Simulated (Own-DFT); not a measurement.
# Which defects push the lattice out? wurtzite GaN

The numbers are computed, not measured, by runs of the plane-wave DFT program Own-DFT (in-house, retired, unreviewed) at fixed positions, with no spin and no spin-orbit coupling.

All runs used: PBE; PseudoDojo norm-conserving scalar-relativistic files; cutoff 42 hartree; 4 x 4 x 3 k mesh centred on Gamma; Fermi-Dirac smearing of 0.1 eV.

Limits (not all hold for every row): not probed for a lower state with spin; forces not confirmed at this smearing and k mesh; stress not checked against mesh or cutoff.

All runs share one cell, with vectors in Å (9.567, 0.000, 0.000); (-4.784, 8.285, 0.000); (0.000, 0.000, 10.370) and a volume of 822.0 Å³. The atoms are randomly displaced, by u rms on each axis. The defect's site can differ from row to row.

```
cell,formula,u (Å),P (GPa)
no defect,Ga36N36,0.0211,5.99
no defect,Ga36N36,0.0457,7.24
no defect,Ga36N36,0.0491,7.51
one Ga on an N site,Ga37N35,0.0305,?
one Ga on an N site,Ga37N35,0.0307,12.05
one Ga on an N site,Ga37N35,0.0471,13.23
one Ga on an N site,Ga37N35,0.0526,13.38
one N on a Ga site,Ga35N37,0.0294,5.56
one N on a Ga site,Ga35N37,0.0475,6.36
one N on a Ga site,Ga35N37,0.0488,6.22
```

## Analysis

P = P0 + c u² + a shift for each defect gives P0 = 5.76 GPa, c = 695 ± 72 GPa/Å² and a scatter of 0.17 GPa. The shifts, and each times the cell's volume:

- one Ga on an N site: 5.75 ± 0.14 GPa, 29.5 eV
- one N on a Ga site: -0.99 ± 0.14 GPa, -5.1 eV

A positive shift means that the defect pushes the cell outwards. Shift times volume (160.2 GPa Å³ is 1 eV) depends little on the cell's size, so, taken for each site, it can be compared between cells at like pressure. The atoms around the defects weren't relaxed, which would change these numbers.

## The run left out

Q: what pressure belongs in the blank (one Ga on an N site, u = 0.0305 Å)?

From the fit: 12.16 ± 0.21 GPa. The run itself gave 11.92 GPa.
